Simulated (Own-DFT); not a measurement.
## Calculated data, GaP (zincblende, atoms displaced)

All values are calculated (Own-DFT development build). A calculation, not a measurement: plane-wave PBE density functional theory by an unreviewed code, no spin, of a simulated periodic cell, stress positive in tension, free energy of the whole cell less one offset for each atom, forces on such cells passed a denser k mesh, this cell's mesh not checked; offsets are fitted by least squares, one for each functional and potential file, so energies compare only between cells with the same atoms and settings and are not formation energies; the far tail of each file's local potential was reset to the Coulomb form; each entry is a single point on an unrelaxed cell, so the pressure reflects the starting lattice, mostly measured values (interpolated for alloys), from which strain is counted, and rises with the displacements; printed positions are rounded, which can move forces by about a meV/angstrom; the program, named Own-DFT, is a retired in-house code; no spin-orbit coupling; before rounding, a Quantum ESPRESSO 7.3.1 run of the same cell and cutoff gave forces within 1 meV/angstrom rms on each cell, which checks the program and not the settings.

## GaP (zincblende, atoms displaced)

```cif
# cell vector a (Å): 16.3515 0.0000 0.0000
# cell vector b (Å): 0.0000 10.9010 0.0000
# cell vector c (Å): 0.0000 0.0000 10.9010
data_GaP
_symmetry_space_group_name_H-M 'P 1'
_symmetry_Int_Tables_number 1
_cell_length_a 16.3515
_cell_length_b 10.9010
_cell_length_c 10.9010
_cell_angle_alpha 90.000
_cell_angle_beta 90.000
_cell_angle_gamma 90.000
_cell_volume 1943.08
loop_
_atom_site_label
_atom_site_type_symbol
_atom_site_fract_x
_atom_site_fract_y
_atom_site_fract_z
_atom_site_occupancy
Ga1 Ga 0.99794 0.00533 0.99914 1
Ga2 Ga 0.00040 0.25337 0.25070 1
Ga3 Ga 0.16607 0.99732 0.25122 1
Ga4 Ga 0.16754 0.24837 0.00142 1
P1 P 0.08467 0.12312 0.12565 1
P2 P 0.08319 0.37386 0.37614 1
P3 P 0.25089 0.12314 0.37823 1
P4 P 0.25157 0.37331 0.12887 1
Ga5 Ga 0.00046 0.99785 0.49885 1
Ga6 Ga 0.00059 0.24988 0.74890 1
Ga7 Ga 0.16605 0.99934 0.75077 1
Ga8 Ga 0.16422 0.25220 0.50236 1
P5 P 0.08401 0.12896 0.62509 1
P6 P 0.08270 0.37426 0.87262 1
P7 P 0.25059 0.12657 0.87757 1
P8 P 0.25003 0.37851 0.62261 1
Ga9 Ga 0.99827 0.50051 0.99766 1
Ga10 Ga 0.00043 0.74880 0.25268 1
Ga11 Ga 0.16871 0.50015 0.24945 1
Ga12 Ga 0.16857 0.75039 0.00126 1
P9 P 0.08305 0.62639 0.12541 1
P10 P 0.08420 0.87464 0.37834 1
P11 P 0.25012 0.62337 0.37222 1
P12 P 0.24770 0.87561 0.12579 1
Ga13 Ga 0.00012 0.49848 0.49913 1
Ga14 Ga 0.99905 0.75095 0.75041 1
Ga15 Ga 0.16425 0.49953 0.75107 1
Ga16 Ga 0.16642 0.75115 0.49999 1
P13 P 0.08407 0.62583 0.62728 1
P14 P 0.08222 0.87582 0.87547 1
P15 P 0.24985 0.62337 0.87321 1
P16 P 0.25089 0.87466 0.62374 1
Ga17 Ga 0.33172 0.00187 0.00264 1
Ga18 Ga 0.33374 0.25579 0.25004 1
Ga19 Ga 0.50102 0.99972 0.24829 1
Ga20 Ga 0.49923 0.24996 0.99918 1
P17 P 0.41715 0.12367 0.12647 1
P18 P 0.41688 0.37409 0.37600 1
P19 P 0.58372 0.12643 0.37508 1
P20 P 0.58554 0.37267 0.12382 1
Ga21 Ga 0.33541 0.99793 0.49888 1
Ga22 Ga 0.33411 0.24962 0.75181 1
Ga23 Ga 0.49906 0.00186 0.74916 1
Ga24 Ga 0.49978 0.24578 0.49959 1
P21 P 0.41737 0.12770 0.62453 1
P22 P 0.41742 0.37438 0.87633 1
P23 P 0.58424 0.12417 0.87617 1
P24 P 0.58269 0.37282 0.62566 1
Ga25 Ga 0.33353 0.49878 0.00184 1
Ga26 Ga 0.33358 0.74809 0.25026 1
Ga27 Ga 0.49944 0.50059 0.24831 1
Ga28 Ga 0.49985 0.75092 0.00166 1
P25 P 0.41657 0.62780 0.12680 1
P26 P 0.41733 0.87324 0.37663 1
P27 P 0.58302 0.62301 0.37553 1
P28 P 0.58417 0.87364 0.12625 1
Ga29 Ga 0.33326 0.49929 0.50008 1
Ga30 Ga 0.33115 0.74778 0.74985 1
Ga31 Ga 0.49912 0.50333 0.74999 1
Ga32 Ga 0.49861 0.74992 0.50208 1
P29 P 0.41800 0.62712 0.62610 1
P30 P 0.41604 0.87462 0.87907 1
P31 P 0.58242 0.62397 0.87269 1
P32 P 0.58430 0.87580 0.62598 1
Ga33 Ga 0.66857 0.00335 0.99702 1
Ga34 Ga 0.66483 0.25021 0.24745 1
Ga35 Ga 0.83245 0.00174 0.24799 1
Ga36 Ga 0.83557 0.24953 0.99940 1
P33 P 0.75094 0.12583 0.12485 1
P34 P 0.74862 0.37653 0.37505 1
P35 P 0.91573 0.12423 0.37264 1
P36 P 0.91677 0.37591 0.12530 1
Ga37 Ga 0.66713 0.99972 0.50134 1
Ga38 Ga 0.66912 0.24855 0.74910 1
Ga39 Ga 0.83363 0.00251 0.75054 1
Ga40 Ga 0.83370 0.24747 0.49817 1
P37 P 0.74830 0.12445 0.62602 1
P38 P 0.75014 0.37400 0.87510 1
P39 P 0.91750 0.12489 0.87578 1
P40 P 0.91799 0.37510 0.62760 1
Ga41 Ga 0.66720 0.50109 0.99906 1
Ga42 Ga 0.66681 0.75089 0.25028 1
Ga43 Ga 0.83352 0.49841 0.25158 1
Ga44 Ga 0.83337 0.75007 0.00049 1
P41 P 0.74965 0.62861 0.12656 1
P42 P 0.75307 0.87297 0.37441 1
P43 P 0.91592 0.62583 0.37504 1
P44 P 0.91883 0.87492 0.11979 1
Ga45 Ga 0.66581 0.49824 0.49884 1
Ga46 Ga 0.66762 0.75222 0.74920 1
Ga47 Ga 0.83326 0.50084 0.75256 1
Ga48 Ga 0.83229 0.75495 0.50183 1
P45 P 0.75033 0.62606 0.62657 1
P46 P 0.75085 0.87138 0.87562 1
P47 P 0.91787 0.62656 0.87552 1
P48 P 0.91644 0.87289 0.62540 1
```

```
functional                        : PBE
potential files                   : PseudoDojo norm-conserving, scalar-relativistic, standard set
wave cutoff                       : 42 hartree
occupations                       : Fermi-Dirac
smearing width                    : 0.1 eV
k mesh                            : 2 x 3 x 3 centred on Gamma
free energy of cell above offsets : -53.580 eV
pressure                          : 2.72 GPa
stress xx                         : -2.73 GPa
stress yy                         : -2.7 GPa
stress zz                         : -2.73 GPa
stress yz                         : 0.22 GPa
stress xz                         : -0.14 GPa
stress xy                         : 0.16 GPa
```

Force:
```
element  x (eV/Å)  y (eV/Å)  z (eV/Å)
     Ga     0.612    -0.477     0.122
     Ga     0.029    -0.423    -0.159
     Ga     0.144     0.321     0.257
     Ga    -0.163     0.321     0.009
      P    -0.321     0.295     0.131
      P     0.178      0.36    -0.259
      P    -0.206     0.379     -0.33
      P     -0.44     0.293    -0.657
     Ga    -0.147      0.38      0.27
     Ga    -0.112    -0.054     0.122
     Ga     0.133     0.104    -0.055
     Ga      0.66    -0.159    -0.278
      P    -0.245    -0.718     0.063
      P     0.087    -0.109     0.612
      P    -0.098    -0.218    -0.401
      P    -0.102    -0.395     0.561
     Ga     0.414    -0.021     0.245
     Ga    -0.061     0.245    -0.214
     Ga    -0.526    -0.095    -0.042
     Ga    -0.376     -0.11    -0.298
      P      0.14    -0.334    -0.111
      P    -0.214    -0.077    -0.394
      P     0.022      0.26     0.514
      P      0.56     -0.12     0.136
     Ga    -0.009     0.322     0.197
     Ga     0.287    -0.048    -0.004
     Ga     0.376     0.004    -0.176
     Ga     0.262    -0.373     0.111
      P    -0.292     0.006    -0.352
      P     0.092     0.033     0.124
      P      -0.1    -0.139     0.416
      P     -0.09     0.138     0.165
     Ga     0.187    -0.203     0.005
     Ga     0.159    -0.993     0.415
     Ga    -0.011    -0.113     0.307
     Ga      0.26    -0.199      0.19
      P    -0.178     0.357     0.005
      P     0.235      0.21      0.03
      P     0.084    -0.408    -0.103
      P    -0.609     0.485    -0.175
     Ga    -0.108     0.201     0.229
     Ga    -0.235     0.273    -0.232
     Ga      0.08    -0.224     0.275
     Ga     0.169     0.532    -0.026
      P    -0.317    -0.445     0.127
      P    -0.105     0.263    -0.156
      P    -0.167     0.239    -0.321
      P    -0.004     0.118     0.023
     Ga     0.018     0.157    -0.058
     Ga    -0.197     0.416     0.056
     Ga     0.192    -0.246     0.092
     Ga     0.196    -0.128    -0.148
      P     0.026    -0.386    -0.325
      P     0.063     0.109    -0.393
      P    -0.058     0.332    -0.028
      P     0.179     0.372    -0.312
     Ga     0.245     0.316    -0.091
     Ga     0.384     0.314     0.116
     Ga     0.122     -0.54    -0.073
     Ga     0.547     0.018     -0.16
      P    -0.553    -0.267    -0.098
      P    -0.194     0.136     -0.46
      P     0.229     0.375     0.337
      P    -0.306    -0.011    -0.112
     Ga    -0.076    -0.537     0.341
     Ga     0.456    -0.078     0.336
     Ga     0.346    -0.447    -0.167
     Ga    -0.254     0.149     0.097
      P    -0.156     0.136    -0.114
      P     0.208    -0.464    -0.084
      P     0.353    -0.015       0.1
      P     0.021    -0.004     -0.08
     Ga     0.015    -0.155    -0.381
     Ga    -0.556     0.231     0.229
     Ga    -0.087    -0.392    -0.001
     Ga    -0.103     0.342     0.267
      P     0.576    -0.036    -0.247
      P     0.168     0.056      0.11
      P    -0.171     0.338    -0.426
      P    -0.438     -0.04    -0.339
     Ga     0.011     0.069     0.055
     Ga     -0.11    -0.112     0.316
     Ga    -0.175       0.3    -0.145
     Ga     0.144    -0.106     0.052
      P     0.174    -0.532     -0.14
      P    -0.647     0.545    -0.075
      P    -0.037    -0.043     0.285
      P     -0.26     0.086     0.728
     Ga     0.005     0.185     0.414
     Ga     -0.19    -0.301     0.114
     Ga     0.103    -0.009    -0.143
     Ga     0.208    -0.749    -0.005
      P    -0.086    -0.182    -0.283
      P     0.024     0.591    -0.102
      P    -0.382    -0.063    -0.062
      P      0.09     0.587      0.09
```
